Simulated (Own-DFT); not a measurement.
# How strain changes the stress of 2H SiC, 72 atoms (C36Si36)

These are calculations, not measurements. They come from Own-DFT, an in-house plane-wave density functional program, since retired, whose code no person has reviewed. Each row is one single-point run on a periodic cell that was not relaxed, without spin or spin-orbit coupling.

Settings of every run: PBE; PseudoDojo norm-conserving scalar-relativistic files; cutoff 42 hartree; 4 x 4 x 3 k mesh centred on Gamma; Fermi-Dirac smearing of 0.1 eV.

Known limits: forces on such cells passed a denser k mesh, each cell not checked; stress not checked against mesh or cutoff.

Unstrained cell vectors in Å: (9.248, 0.000, 0.000); (-4.624, 8.009, 0.000); (0.000, 0.000, 10.068). The unstrained cell has measured lattice constants (interpolated for alloys), not those of this functional. That, the random moves and any unrelaxed bonds set the pressure at no strain. Each run strains this cell uniformly, with the atoms carried along. Every atom was also moved at random, by a Gaussian of width 0.05 Å on each axis. Strain is the symmetric tensor, in per cent. Stress is positive in tension, and the pressure is minus a third of its trace.

| run | e_xx (%) | e_yy (%) | e_zz (%) | e_yz (%) | e_xz (%) | e_xy (%) | s_xx (GPa) | s_yy (GPa) | s_zz (GPa) | s_yz (GPa) | s_xz (GPa) | s_xy (GPa) | P (GPa) | E (meV/atom) |
|---|---|---|---|---|---|---|---|---|---|---|---|---|---|---|
| 1 | 0.12 | 0.66 | 1.85 | -0.25 | -0.06 | -1.03 | -1.94 | 0.07 | 3.05 | -0.78 | 0.30 | -5.02 | -0.39 | 6.9 |
| 2 | 0.18 | -0.39 | 1.43 | -1.25 | 1.37 | 1.53 | -4.43 | -6.91 | 1.18 | -4.22 | 4.85 | 8.04 | 3.39 | 28.5 |
| 3 | 1.84 | -1.01 | 0.17 | -1.33 | -1.25 | 1.20 | 3.91 | -9.65 | -6.84 | -4.59 | -3.71 | 6.27 | 4.19 | 56.3 |
| 4 | 0.62 | 0.62 | 0.74 | 1.33 | -0.57 | 0.54 | -2.16 | -0.26 | -1.81 | 4.91 | -1.55 | 1.97 | 1.41 | 25.8 |
| 5 | 0.70 | -1.44 | 1.67 | 0.24 | 1.01 | 0.42 | -0.82 | -9.84 | 1.23 | 0.06 | 3.91 | 2.94 | 3.14 | 19.8 |
| 6 | 0.62 | 1.78 | -1.22 | 1.02 | 0.77 | -0.95 | 1.02 | 3.80 | -13.42 | 2.83 | 3.12 | -4.85 | 2.86 | 21.5 |
| 7 | 1.81 | -0.27 | -1.38 | -1.91 | -1.30 | 1.41 | 4.66 | -5.28 | -16.94 | -7.00 | -4.54 | 6.76 | 5.85 | 45.4 |
| 8 | 0.69 | 0.40 | -1.59 | -1.51 | -1.92 | 0.06 | -1.74 | -1.26 | -17.24 | -4.33 | -5.76 | 0.44 | 6.75 | 41.5 |
| 9 | -0.81 | -1.33 | -0.42 | 1.72 | 1.01 | -1.29 | -11.99 | -11.75 | -11.07 | 5.62 | 2.18 | -5.92 | 11.60 | 40.6 |
| 10 | -0.02 | -1.25 | -0.29 | -0.81 | 1.91 | -0.27 | -9.24 | -9.47 | -6.77 | -1.96 | 6.47 | -1.78 | 8.49 | 12.8 |
| 11 | 1.34 | 1.50 | 0.02 | 0.55 | -1.44 | -0.43 | 4.84 | 4.82 | -5.48 | 1.21 | -4.64 | -2.11 | -1.39 | 0.0 |
| 12 | 0.63 | -1.95 | 0.66 | 0.51 | -1.42 | -1.47 | -2.12 | -14.52 | -5.03 | 1.54 | -4.95 | -7.93 | 7.22 | 34.2 |
| 13 | -1.42 | -1.35 | 1.98 | -1.11 | -1.83 | -0.68 | -11.76 | -13.80 | 2.02 | -2.05 | -4.99 | -3.88 | 7.85 | 48.3 |
| 14 | 1.70 | -0.19 | 0.52 | 1.36 | -1.16 | -1.14 | 5.20 | -4.74 | -4.51 | 6.02 | -3.56 | -5.19 | 1.35 | 30.5 |
| 15 | -1.44 | -1.11 | 1.66 | 0.73 | -1.88 | 1.14 | -12.13 | -11.14 | -0.57 | 1.84 | -5.69 | 6.04 | 7.95 | 44.1 |
| 16 | 1.29 | 1.90 | 0.74 | -1.39 | 1.27 | -0.42 | 3.91 | 6.11 | -2.08 | -4.17 | 3.60 | -1.85 | -2.65 | 35.2 |
| 17 | -0.60 | -1.58 | -0.09 | 1.61 | 0.60 | 1.05 | ? | ? | ? | ? | ? | ? | ? | ? |

E is the free energy for each atom above the lowest run shown.

## Worked fit

Each stress component was fitted by least squares to a constant and the strains of the runs shown, as fractions, with shears doubled. Shear strains stay in the fit of a normal stress only where such slopes are resolved. The slopes, in GPa:

| stress | at no strain | per e_xx | per e_yy | per e_zz | scatter |
|---|---|---|---|---|---|
| s_xx | -5.0 | 557 ± 38 | 112 ± 30 | 76 ± 32 | 1.29 |
| s_yy | -4.5 | 66 ± 31 | 518 ± 24 | 8 ± 26 | 1.05 |
| s_zz | -7.6 | 26 ± 37 | 60 ± 29 | 574 ± 31 | 1.27 |

Each shear stress against twice its own strain: yz 154 ± 10, xz 158 ± 5, xy 254 ± 8 GPa. These are stiffnesses along x, y and z of the frame in which the cell vectors are given, which need not be the crystal's axes. The atoms are held to the strained lattice; where symmetry lets them move under strain, relaxing them would lower some slopes. The table should be nearly symmetric about its diagonal, and what it lacks of that shows the noise. A ninth of its sum, 222 ± 6 GPa, estimates the bulk modulus near the mean pressure of these runs, 4.2 GPa, so it lies above the value at zero pressure.

## Withheld run

Question: what normal stresses and pressure should run 17 give?

The fit gives s_xx = -10.2, s_yy = -13.1, s_zz = -9.2 and P = 10.8 GPa. The calculation gave -8.92, -13.99, -10.74 and P = 11.21 GPa.
